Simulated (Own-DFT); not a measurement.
Simulation results for GaP (zincblende, strongly disordered by large displacements), InAs (zincblende, strongly disordered by large displacements)

A calculation, not a measurement: plane-wave PBE density functional theory by an unreviewed code, no spin, of a simulated periodic cell, stress positive in tension, free energy of the whole cell less one offset for each atom, forces on such cells passed a denser k mesh, this cell's mesh not checked; broken bonds can close the gap or carry spin, so checks made on this kind of crystal may not hold here; offsets are fitted by least squares, one for each functional and potential file, so energies compare only between cells with the same atoms and settings and are not formation energies; the far tail of each file's local potential was reset to the Coulomb form; each entry is a single point on an unrelaxed cell, so the pressure reflects the starting lattice, mostly measured values (interpolated for alloys), from which strain is counted, and rises with the displacements; printed positions are rounded, which can move forces by about a meV/angstrom; the program, named Own-DFT, is a retired in-house code; no spin-orbit coupling. Program: Own-DFT development build.

Common to all runs: functional PBE; potential files PseudoDojo norm-conserving, scalar-relativistic, standard set; wave cutoff 42 hartree; occupations Fermi-Dirac; smearing width 0.1 eV; k mesh 3 x 3 x 3 centred on Gamma.

```yaml
- entry: 1
  formula: GaP
  kind: "zincblende, strongly disordered by large displacements"
  structure:
    cell_angstrom: [[10.901, 0.0, 0.0], [0.0, 10.901, 0.0], [0.0, 0.0, 10.901]]
    atoms_fractional:
      - [Ga, 0.00256, 0.01025, 0.98741]
      - [Ga, 0.00998, 0.2499, 0.22822]
      - [Ga, 0.28304, 0.0154, 0.28284]
      - [Ga, 0.24685, 0.23654, 0.9945]
      - [P, 0.15483, 0.12771, 0.1362]
      - [P, 0.11013, 0.41225, 0.37395]
      - [P, 0.36038, 0.13225, 0.38105]
      - [P, 0.36286, 0.40766, 0.11647]
      - [Ga, 0.99658, 0.02893, 0.50799]
      - [Ga, 0.98726, 0.27087, 0.76602]
      - [Ga, 0.25173, 0.9946, 0.76694]
      - [Ga, 0.2662, 0.27442, 0.49237]
      - [P, 0.1152, 0.16526, 0.59751]
      - [P, 0.14028, 0.33711, 0.86566]
      - [P, 0.37181, 0.13116, 0.89266]
      - [P, 0.37147, 0.37027, 0.60703]
      - [Ga, 0.99901, 0.49395, 0.9995]
      - [Ga, 0.99797, 0.7707, 0.27521]
      - [Ga, 0.2409, 0.49069, 0.25231]
      - [Ga, 0.27859, 0.7335, 0.0107]
      - [P, 0.11198, 0.65439, 0.10792]
      - [P, 0.13339, 0.875, 0.39851]
      - [P, 0.39007, 0.6377, 0.37281]
      - [P, 0.35883, 0.87117, 0.11452]
      - [Ga, 0.04043, 0.48018, 0.51471]
      - [Ga, 0.00732, 0.77733, 0.73541]
      - [Ga, 0.23447, 0.48416, 0.71673]
      - [Ga, 0.24213, 0.74581, 0.52809]
      - [P, 0.12367, 0.62214, 0.6427]
      - [P, 0.13066, 0.87102, 0.8589]
      - [P, 0.38773, 0.64919, 0.86909]
      - [P, 0.3686, 0.86359, 0.64391]
      - [Ga, 0.52584, 0.04154, 0.00027]
      - [Ga, 0.49354, 0.27656, 0.25978]
      - [Ga, 0.75419, 0.01046, 0.2473]
      - [Ga, 0.75895, 0.24504, 0.00837]
      - [P, 0.63472, 0.12945, 0.11218]
      - [P, 0.60149, 0.36669, 0.4049]
      - [P, 0.8456, 0.09387, 0.36548]
      - [P, 0.88331, 0.3778, 0.09452]
      - [Ga, 0.5128, 0.99606, 0.48772]
      - [Ga, 0.50474, 0.23336, 0.69362]
      - [Ga, 0.73742, 0.96914, 0.75555]
      - [Ga, 0.72297, 0.22842, 0.49606]
      - [P, 0.62685, 0.1289, 0.61383]
      - [P, 0.65631, 0.37624, 0.85467]
      - [P, 0.89465, 0.10686, 0.84601]
      - [P, 0.87123, 0.39713, 0.6024]
      - [Ga, 0.49179, 0.48312, 0.01448]
      - [Ga, 0.50597, 0.74236, 0.2431]
      - [Ga, 0.76414, 0.51284, 0.28014]
      - [Ga, 0.76865, 0.76823, 0.00267]
      - [P, 0.63596, 0.59921, 0.106]
      - [P, 0.63223, 0.87244, 0.35863]
      - [P, 0.88345, 0.6489, 0.36738]
      - [P, 0.87998, 0.86043, 0.11748]
      - [Ga, 0.48407, 0.48714, 0.49338]
      - [Ga, 0.49567, 0.7407, 0.77868]
      - [Ga, 0.75727, 0.48783, 0.7732]
      - [Ga, 0.74868, 0.78052, 0.46972]
      - [P, 0.62625, 0.58319, 0.62872]
      - [P, 0.62244, 0.88099, 0.88085]
      - [P, 0.89786, 0.65604, 0.86904]
      - [P, 0.87507, 0.89861, 0.60024]
  settings:
    hardware: "one NVIDIA H100"
  results:
    "free_energy_of_cell_above_offsets [eV]": "2.954"
    "pressure [GPa]": 11.67
    "stress_xx [GPa]": -12.72
    "stress_yy [GPa]": -10.35
    "stress_zz [GPa]": -11.94
    "stress_yz [GPa]": -0.86
    "stress_xz [GPa]": 1.4
    "stress_xy [GPa]": -5.58
    force_element: [Ga, Ga, Ga, Ga, P, P, P, P, Ga, Ga, Ga, Ga, P, P, P, P, Ga, Ga, Ga, Ga, P, P, P, P, Ga, Ga, Ga, Ga, P, P, P, P, Ga, Ga, Ga, Ga, P, P, P, P, Ga, Ga, Ga, Ga, P, P, P, P, Ga, Ga, Ga, Ga, P, P, P, P, Ga, Ga, Ga, Ga, P, P, P, P]
    "force_x [eV/angstrom]": [1.215, -1.025, -5.728, 0.635, -1.684, 3.18, 6.65, -3.137, 1.069, -1.338, 0.915, -5.065, 0.764, -0.153, 2.569, 1.808, 3.032, 2.296, 0.737, -2.993, 0.163, -0.189, -2.397, 3.408, -5.087, -1.742, 1.904, 1.269, -1.625, 0.009, -6.802, 1.847, -4.532, -0.892, -4.574, 0.527, 2.198, 3.769, 6.397, -1.428, -1.478, -4.085, 2.502, 4.921, 1.421, -7.496, -2.489, -0.493, 4.344, 0.382, -1.755, -3.309, 0.903, -3.61, -0.742, 2.697, -0.304, 7.716, 6.281, 2.753, -0.322, -1.358, -1.352, -1.097]
    "force_y [eV/angstrom]": [-1.503, 0.481, -8.155, 1.797, -1.683, -6.481, 5.835, -5.32, -0.279, -0.541, 1.914, -2.464, -0.163, 4.5, -1.217, 2.008, 3.109, 1.13, 4.226, -0.91, -1.975, 1.514, -1.437, 3.668, 4.452, -0.463, -1.644, -0.124, 1.365, 0.109, -9.43, 1.415, -4.764, -1.212, -5.63, 0.2, 2.973, -0.313, 7.155, -1.378, -0.545, 3.913, 2.353, 3.172, -7.876, -7.626, 0.496, -1.648, 3.14, 0.204, -1.363, -3.482, 1.856, 2.393, -2.017, 4.805, 4.32, 5.441, 7.701, -3.569, 2.849, -1.121, -2.175, -1.985]
    "force_z [eV/angstrom]": [1.293, 0.775, -6.681, 2.498, 0.496, -7.214, 4.557, 2.499, -1.666, -3.51, -1.58, -2.906, 2.068, -0.234, -3.553, 4.093, -2.442, -2.841, -0.725, -1.14, 1.39, -0.325, 1.275, 3.173, 6.869, -0.961, 3.499, -1.685, -1.173, 3.108, 5.432, -0.68, -3.753, -1.966, -7.604, -3.248, 5.985, -2.952, 6.314, 4.394, 0.687, 5.419, -2.416, -3.355, 1.835, 5.596, 0.752, 1.333, -5.011, -2.086, -2.103, -2.921, 1.806, -2.737, 3.133, 3.395, 0.925, -7.543, -5.228, 3.685, 0.062, 2.102, -0.056, 1.844]
    "wall_time [s]": 552.8
- entry: 2
  formula: GaP
  kind: "zincblende, strongly disordered by large displacements"
  structure:
    cell_angstrom: [[10.901, 0.0, 0.0], [0.0, 10.901, 0.0], [0.0, 0.0, 10.901]]
    atoms_fractional:
      - [Ga, 0.01439, 0.01942, 0.98198]
      - [Ga, 0.99357, 0.26726, 0.25954]
      - [Ga, 0.23798, 0.00796, 0.23928]
      - [Ga, 0.24956, 0.22089, 0.96672]
      - [P, 0.163, 0.09772, 0.09974]
      - [P, 0.13609, 0.35413, 0.35133]
      - [P, 0.38518, 0.11735, 0.39077]
      - [P, 0.36247, 0.35547, 0.14885]
      - [Ga, 0.03709, 0.01644, 0.52751]
      - [Ga, 0.98892, 0.2791, 0.73925]
      - [Ga, 0.25332, 0.00632, 0.73831]
      - [Ga, 0.24004, 0.2529, 0.49622]
      - [P, 0.11856, 0.14544, 0.62725]
      - [P, 0.13713, 0.38544, 0.88476]
      - [P, 0.35976, 0.11787, 0.84652]
      - [P, 0.37747, 0.38999, 0.60937]
      - [Ga, 0.99525, 0.47067, 0.9867]
      - [Ga, 0.01647, 0.73173, 0.27235]
      - [Ga, 0.24496, 0.50666, 0.26732]
      - [Ga, 0.25733, 0.77006, 0.98569]
      - [P, 0.14556, 0.65494, 0.12213]
      - [P, 0.13404, 0.84504, 0.38505]
      - [P, 0.39839, 0.65043, 0.38909]
      - [P, 0.36319, 0.88411, 0.12691]
      - [Ga, 0.03243, 0.53664, 0.49646]
      - [Ga, 0.00043, 0.73601, 0.75448]
      - [Ga, 0.2308, 0.51832, 0.75902]
      - [Ga, 0.25105, 0.77586, 0.47893]
      - [P, 0.12209, 0.64208, 0.61757]
      - [P, 0.12357, 0.87224, 0.90561]
      - [P, 0.36113, 0.63405, 0.91304]
      - [P, 0.35077, 0.8836, 0.62038]
      - [Ga, 0.4693, 0.98144, 0.00615]
      - [Ga, 0.47234, 0.24445, 0.27392]
      - [Ga, 0.75895, 0.99433, 0.24311]
      - [Ga, 0.75288, 0.26556, 0.99744]
      - [P, 0.63036, 0.15332, 0.1086]
      - [P, 0.62551, 0.37334, 0.39885]
      - [P, 0.86954, 0.13193, 0.38126]
      - [P, 0.87613, 0.39998, 0.11356]
      - [Ga, 0.55197, 0.9799, 0.53365]
      - [Ga, 0.48616, 0.26142, 0.76072]
      - [Ga, 0.73702, 0.97101, 0.73568]
      - [Ga, 0.73232, 0.27353, 0.47557]
      - [P, 0.60896, 0.12683, 0.59474]
      - [P, 0.64723, 0.37503, 0.87828]
      - [P, 0.89224, 0.14792, 0.84289]
      - [P, 0.84401, 0.37237, 0.60943]
      - [Ga, 0.49371, 0.51752, 0.01755]
      - [Ga, 0.49668, 0.80119, 0.2159]
      - [Ga, 0.73517, 0.51371, 0.22956]
      - [Ga, 0.7562, 0.76795, 0.98897]
      - [P, 0.60685, 0.63747, 0.10438]
      - [P, 0.5793, 0.86214, 0.36366]
      - [P, 0.85497, 0.61197, 0.37705]
      - [P, 0.87682, 0.88405, 0.12155]
      - [Ga, 0.553, 0.49406, 0.50894]
      - [Ga, 0.48939, 0.75343, 0.76166]
      - [Ga, 0.7611, 0.52923, 0.76616]
      - [Ga, 0.77508, 0.78053, 0.51765]
      - [P, 0.62367, 0.59832, 0.63063]
      - [P, 0.62566, 0.8585, 0.88082]
      - [P, 0.85802, 0.61278, 0.88319]
      - [P, 0.86625, 0.88691, 0.62822]
  settings:
    hardware: "one NVIDIA H100"
  results:
    "free_energy_of_cell_above_offsets [eV]": "8.092"
    "pressure [GPa]": 12.62
    "stress_xx [GPa]": -12.33
    "stress_yy [GPa]": -12.5
    "stress_zz [GPa]": -13.02
    "stress_yz [GPa]": -2.7
    "stress_xz [GPa]": -5.23
    "stress_xy [GPa]": 0.42
    force_element: [Ga, Ga, Ga, Ga, P, P, P, P, Ga, Ga, Ga, Ga, P, P, P, P, Ga, Ga, Ga, Ga, P, P, P, P, Ga, Ga, Ga, Ga, P, P, P, P, Ga, Ga, Ga, Ga, P, P, P, P, Ga, Ga, Ga, Ga, P, P, P, P, Ga, Ga, Ga, Ga, P, P, P, P, Ga, Ga, Ga, Ga, P, P, P, P]
    "force_x [eV/angstrom]": [-2.832, -2.829, 2.531, -0.242, -4.195, 0.604, -2.303, -0.333, -3.893, 1.087, -3.886, 2.114, 2.672, 0.227, 4.466, -0.733, 1.176, -2.535, 1.663, 0.165, -1.312, -8.87, -0.281, -5.169, -4.17, -0.923, 2.164, 9.508, 3.184, -2.189, 1.88, 3.39, 3.825, 2.905, -1.998, 2.468, -1.853, -6.383, 0.901, -1.755, -5.836, 1.17, -2.451, 8.455, 4.164, -3.469, -2.409, 2.692, -2.055, 1.443, -0.526, 1.609, 3.334, 5.885, 1.734, 1.721, -7.315, -0.886, -4.934, -4.649, 2.663, -2.43, 6.523, 7.32]
    "force_y [eV/angstrom]": [0.719, -1.888, -1.987, 3.061, 3.47, 2.759, -2.378, 2.181, -4.136, 1.743, -1.281, -0.277, 2.872, -2.042, 0.188, 0.071, 4.029, -0.762, 1.572, 0.456, -2.564, 9.183, -1.43, 0.564, -4.858, 1.188, 0.257, -6.627, 2.252, 0.864, -2.679, -1.047, 3.934, 1.012, 1.597, -1.586, -2.757, 3.754, -0.605, -2.728, -8.483, 0.729, 3.99, -9.421, 8.621, 2.205, -3.133, 2.322, -5.221, -6.567, -0.14, -1.801, 3.373, 2.533, 1.854, -0.826, 0.44, -1.534, -6.0, -6.014, 7.755, 2.814, 4.623, 1.784]
    "force_z [eV/angstrom]": [0.559, -1.989, 5.85, 2.404, -1.952, 2.515, 1.279, -2.713, -4.313, -1.416, -0.598, 0.013, 3.307, -1.724, 1.747, 1.31, -0.445, -2.105, -1.152, 3.459, 0.964, -6.515, -1.019, -0.673, -3.888, 1.36, -0.903, 7.165, 2.946, -5.386, -4.609, 0.229, -3.131, -1.391, 0.684, 0.13, 2.206, -12.52, -0.355, 3.478, -4.533, -1.243, 2.42, 5.536, 5.691, -1.89, 3.143, 2.06, -1.279, -0.901, 0.618, 2.562, 2.936, 5.227, 0.793, -0.537, -1.475, -1.19, -6.328, -5.501, 5.697, -1.516, 4.957, 1.94]
    "wall_time [s]": 570.1
- entry: 3
  formula: InAs
  kind: "zincblende, strongly disordered by large displacements"
  structure:
    cell_angstrom: [[12.1166, 0.0, 0.0], [0.0, 12.1166, 0.0], [0.0, 0.0, 12.1166]]
    atoms_fractional:
      - [In, 0.00749, 0.03966, 0.01656]
      - [In, 0.99925, 0.26267, 0.25204]
      - [In, 0.23651, 0.95514, 0.24965]
      - [In, 0.26933, 0.26798, 0.97044]
      - [As, 0.09287, 0.11006, 0.16136]
      - [As, 0.14807, 0.3954, 0.38909]
      - [As, 0.44763, 0.08444, 0.38018]
      - [As, 0.4222, 0.40084, 0.11857]
      - [In, 0.98382, 0.00353, 0.48335]
      - [In, 0.03554, 0.28635, 0.79891]
      - [In, 0.29715, 0.99414, 0.72855]
      - [In, 0.2766, 0.28789, 0.50465]
      - [As, 0.16863, 0.18575, 0.64131]
      - [As, 0.11101, 0.36215, 0.94459]
      - [As, 0.35564, 0.14351, 0.86216]
      - [As, 0.31629, 0.359, 0.66661]
      - [In, 0.99365, 0.4936, 0.98717]
      - [In, 0.00393, 0.78019, 0.21469]
      - [In, 0.25699, 0.48355, 0.19978]
      - [In, 0.22279, 0.76083, 0.98133]
      - [As, 0.10137, 0.62875, 0.08491]
      - [As, 0.08574, 0.84293, 0.36381]
      - [As, 0.35136, 0.61013, 0.37766]
      - [As, 0.3689, 0.84217, 0.10506]
      - [In, 0.04899, 0.46596, 0.5235]
      - [In, 0.99499, 0.76312, 0.75547]
      - [In, 0.22613, 0.50049, 0.78018]
      - [In, 0.22586, 0.76604, 0.49759]
      - [As, 0.11329, 0.62495, 0.57695]
      - [As, 0.15124, 0.91361, 0.91179]
      - [As, 0.36984, 0.63307, 0.87737]
      - [As, 0.34076, 0.8606, 0.61395]
      - [In, 0.46856, 0.99881, 0.95623]
      - [In, 0.52529, 0.23143, 0.25151]
      - [In, 0.81265, 0.99078, 0.21471]
      - [In, 0.7416, 0.2242, 0.98832]
      - [As, 0.61715, 0.10267, 0.15141]
      - [As, 0.57217, 0.39156, 0.36074]
      - [As, 0.88969, 0.10288, 0.36683]
      - [As, 0.91879, 0.35905, 0.10029]
      - [In, 0.53952, 0.98911, 0.52544]
      - [In, 0.51496, 0.22573, 0.79606]
      - [In, 0.71585, 0.98531, 0.73038]
      - [In, 0.714, 0.25068, 0.44916]
      - [As, 0.6752, 0.13713, 0.58504]
      - [As, 0.66791, 0.37736, 0.90207]
      - [As, 0.91319, 0.04202, 0.816]
      - [As, 0.92289, 0.38781, 0.62764]
      - [In, 0.53343, 0.53326, 0.95532]
      - [In, 0.5238, 0.72042, 0.2848]
      - [In, 0.71851, 0.50442, 0.23773]
      - [In, 0.7277, 0.74636, 0.01691]
      - [As, 0.56158, 0.65894, 0.1185]
      - [As, 0.65163, 0.85954, 0.37195]
      - [As, 0.82985, 0.6188, 0.43389]
      - [As, 0.86175, 0.84086, 0.10733]
      - [In, 0.53902, 0.5036, 0.50903]
      - [In, 0.48775, 0.76758, 0.77107]
      - [In, 0.769, 0.49575, 0.74959]
      - [In, 0.77817, 0.78433, 0.47498]
      - [As, 0.62379, 0.58766, 0.6919]
      - [As, 0.64118, 0.85635, 0.90732]
      - [As, 0.84584, 0.64489, 0.83735]
      - [As, 0.82907, 0.87818, 0.62149]
  settings:
    hardware: "one NVIDIA H200"
  results:
    "free_energy_of_cell_above_offsets [eV]": "26.752"
    "pressure [GPa]": 13.51
    "stress_xx [GPa]": -10.55
    "stress_yy [GPa]": -15.12
    "stress_zz [GPa]": -14.85
    "stress_yz [GPa]": -2.41
    "stress_xz [GPa]": -2.19
    "stress_xy [GPa]": 2.07
    force_element: [In, In, In, In, As, As, As, As, In, In, In, In, As, As, As, As, In, In, In, In, As, As, As, As, In, In, In, In, As, As, As, As, In, In, In, In, As, As, As, As, In, In, In, In, As, As, As, As, In, In, In, In, As, As, As, As, In, In, In, In, As, As, As, As]
    "force_x [eV/angstrom]": [-3.045, 0.717, 1.069, 2.291, 4.383, 2.034, -3.567, 0.442, 3.409, -3.489, -3.208, 1.035, -0.973, 3.124, -0.554, 2.935, -4.491, 0.094, -1.518, 2.188, 1.24, 2.131, 0.805, 0.944, -2.152, 1.028, -0.799, -0.102, 0.867, -2.067, -1.655, 5.074, 1.076, -2.782, -2.725, 1.867, 2.726, 1.485, -3.734, -4.2, 0.066, 3.769, -1.87, 2.147, -1.397, -1.64, 0.608, -4.946, -0.243, -2.413, 1.008, 1.221, 1.965, -4.462, 2.091, 1.729, -1.44, 0.689, 3.864, 0.872, -5.758, -4.536, 1.498, 5.275]
    "force_y [eV/angstrom]": [-2.035, 0.676, 0.7, 1.082, 0.751, -2.335, 0.875, -1.869, -3.592, -3.722, 4.077, -2.763, -1.777, 0.335, -3.522, 0.53, 6.874, -4.171, 1.528, -4.534, 0.42, 2.566, 0.31, 1.147, -0.144, 1.043, 1.502, -1.698, 4.847, 3.964, -0.22, -1.86, -1.583, 1.81, 2.072, -3.402, -3.01, -0.698, 5.407, -1.517, -2.002, 2.443, 1.678, 3.409, -2.299, 1.689, 1.533, -3.487, -1.152, 1.665, 0.637, -6.719, -2.06, 3.919, -7.165, 1.388, 2.827, -0.011, -6.088, -0.276, 3.457, 5.788, 2.102, 0.662]
    "force_z [eV/angstrom]": [-4.677, 3.038, -0.264, 4.684, 2.955, -6.883, -1.628, -1.324, 5.248, -6.389, 2.954, -6.529, 1.668, 1.934, -1.064, 4.781, -1.423, -2.382, 1.199, 1.363, 2.413, 4.344, 0.249, 1.057, -0.948, -0.944, -0.03, -3.003, 4.789, -3.835, -0.207, -1.127, 2.307, 0.378, 1.32, 2.389, -3.538, -1.773, -3.397, 0.954, 0.898, -2.295, 3.149, -3.868, 5.544, -2.158, 0.919, 3.84, -0.092, 5.329, -0.135, 2.087, -4.333, -3.464, -2.419, -1.772, 3.207, -0.935, -0.792, 0.644, -2.58, -5.876, 3.965, 2.477]
    "wall_time [s]": 1256.0
- entry: 4
  formula: GaP
  kind: "zincblende, strongly disordered by large displacements"
  structure:
    cell_angstrom: [[10.901, 0.0, 0.0], [0.0, 10.901, 0.0], [0.0, 0.0, 10.901]]
    atoms_fractional:
      - [Ga, 0.95733, 0.97719, 0.98051]
      - [Ga, 0.99994, 0.19852, 0.24811]
      - [Ga, 0.18121, 0.06159, 0.2209]
      - [Ga, 0.24772, 0.18922, 0.99699]
      - [P, 0.08913, 0.1264, 0.05707]
      - [P, 0.0924, 0.38651, 0.40938]
      - [P, 0.4101, 0.15105, 0.38692]
      - [P, 0.34675, 0.32208, 0.09897]
      - [Ga, 0.96794, 0.05375, 0.5158]
      - [Ga, 0.98654, 0.23121, 0.75953]
      - [Ga, 0.27845, 0.01303, 0.76608]
      - [Ga, 0.30605, 0.24929, 0.48143]
      - [P, 0.15343, 0.10187, 0.59155]
      - [P, 0.09823, 0.36903, 0.87605]
      - [P, 0.39684, 0.13773, 0.92218]
      - [P, 0.33052, 0.36453, 0.61029]
      - [Ga, 0.96453, 0.52048, 0.01606]
      - [Ga, 0.99344, 0.78893, 0.24053]
      - [Ga, 0.23703, 0.50182, 0.2732]
      - [Ga, 0.26652, 0.71031, 0.01552]
      - [P, 0.14378, 0.66682, 0.13182]
      - [P, 0.12421, 0.91104, 0.38206]
      - [P, 0.32578, 0.68945, 0.31136]
      - [P, 0.38166, 0.87312, 0.04026]
      - [Ga, 0.99803, 0.51054, 0.48817]
      - [Ga, 0.01711, 0.79014, 0.81885]
      - [Ga, 0.24412, 0.50333, 0.77935]
      - [Ga, 0.24985, 0.73715, 0.54374]
      - [P, 0.15094, 0.63835, 0.6551]
      - [P, 0.13065, 0.88235, 0.91419]
      - [P, 0.35355, 0.59003, 0.87988]
      - [P, 0.38318, 0.90079, 0.62886]
      - [Ga, 0.58884, 0.05598, 0.92622]
      - [Ga, 0.52308, 0.257, 0.24658]
      - [Ga, 0.74179, 0.00079, 0.28166]
      - [Ga, 0.74989, 0.23795, 0.0035]
      - [P, 0.6201, 0.14412, 0.15533]
      - [P, 0.59862, 0.38492, 0.39022]
      - [P, 0.85642, 0.09639, 0.38841]
      - [P, 0.85861, 0.33174, 0.1473]
      - [Ga, 0.51864, 0.034, 0.50914]
      - [Ga, 0.49532, 0.2316, 0.81471]
      - [Ga, 0.73503, 0.95678, 0.76515]
      - [Ga, 0.72241, 0.21002, 0.51203]
      - [P, 0.62767, 0.07994, 0.63753]
      - [P, 0.63547, 0.3562, 0.89523]
      - [P, 0.89416, 0.08374, 0.82566]
      - [P, 0.85992, 0.40103, 0.61887]
      - [Ga, 0.4924, 0.55335, 0.97915]
      - [Ga, 0.55405, 0.78866, 0.2158]
      - [Ga, 0.69567, 0.51846, 0.26181]
      - [Ga, 0.74757, 0.66295, 0.9952]
      - [P, 0.62309, 0.61737, 0.13759]
      - [P, 0.6457, 0.92723, 0.4075]
      - [P, 0.85993, 0.54979, 0.36492]
      - [P, 0.91826, 0.88921, 0.1228]
      - [Ga, 0.47453, 0.46691, 0.48164]
      - [Ga, 0.43686, 0.69996, 0.77458]
      - [Ga, 0.76552, 0.48682, 0.73679]
      - [Ga, 0.76984, 0.75267, 0.46008]
      - [P, 0.58019, 0.61564, 0.60028]
      - [P, 0.6298, 0.82898, 0.88321]
      - [P, 0.89998, 0.5861, 0.83771]
      - [P, 0.87719, 0.9199, 0.63787]
  settings:
    hardware: "one NVIDIA H100"
  results:
    "free_energy_of_cell_above_offsets [eV]": "40.743"
    "pressure [GPa]": 18.77
    "stress_xx [GPa]": -20.62
    "stress_yy [GPa]": -14.72
    "stress_zz [GPa]": -20.97
    "stress_yz [GPa]": 0.14
    "stress_xz [GPa]": 2.08
    "stress_xy [GPa]": -0.29
    force_element: [Ga, Ga, Ga, Ga, P, P, P, P, Ga, Ga, Ga, Ga, P, P, P, P, Ga, Ga, Ga, Ga, P, P, P, P, Ga, Ga, Ga, Ga, P, P, P, P, Ga, Ga, Ga, Ga, P, P, P, P, Ga, Ga, Ga, Ga, P, P, P, P, Ga, Ga, Ga, Ga, P, P, P, P, Ga, Ga, Ga, Ga, P, P, P, P]
    "force_x [eV/angstrom]": [2.003, -0.793, 2.004, -3.81, -5.171, 5.865, 3.283, 1.904, 6.065, 2.61, -1.184, -8.193, 0.43, 0.847, 0.125, 2.216, 1.774, 4.8, -0.444, 3.655, -6.573, -0.384, 0.653, 1.753, -1.405, -5.355, -6.681, 4.307, -5.44, 7.225, -3.951, 0.003, 1.1, -5.457, 1.549, 1.071, 5.3, 5.961, -0.598, 0.687, -7.1, 4.139, -0.967, 1.106, 3.405, -0.64, -3.322, 4.489, 7.416, -2.651, 2.725, 2.106, -4.305, -3.763, -0.651, -8.799, -5.693, 6.533, -7.811, 0.026, 0.359, -1.225, 0.642, 2.227]
    "force_y [eV/angstrom]": [4.099, 2.022, -2.231, 4.228, -0.858, -6.698, -5.667, 3.892, -2.502, 4.257, 0.048, -0.112, 1.105, 0.038, -7.68, 5.843, -2.072, -5.252, -1.225, 3.107, -3.943, -0.315, 0.269, 1.243, 4.724, -5.167, -7.098, 4.592, -2.543, 3.599, -0.002, -2.25, -1.75, 4.997, 1.218, -1.568, -6.805, -4.134, 6.204, 2.243, -2.36, 5.291, -0.291, 2.881, 4.206, 3.768, -1.618, -6.753, -4.141, 2.671, -5.868, 1.979, 2.315, -7.36, 3.989, 0.423, 4.596, 7.508, 2.635, -0.62, 0.453, -1.129, 3.515, -3.948]
    "force_z [eV/angstrom]": [-5.621, 0.853, 2.687, 0.37, 1.019, -5.184, -6.594, 3.334, 4.84, -2.754, 0.412, 0.326, 1.047, 0.781, 0.402, 6.774, 2.385, 6.601, -0.71, -4.038, 6.066, 0.111, 1.219, 1.278, 6.696, -6.721, -6.125, -5.264, 2.989, 3.233, 5.284, -0.146, 2.057, 2.474, -10.35, 0.595, -4.973, -4.016, -3.628, 0.159, -3.617, -7.604, 0.294, -0.236, 7.12, -1.67, 1.207, -5.715, 5.016, 0.958, 4.91, -3.077, -4.539, 3.031, -1.746, 2.101, 5.501, -7.754, 4.231, 1.295, 1.068, 1.064, 0.883, -0.592]
    "wall_time [s]": 602.4
```
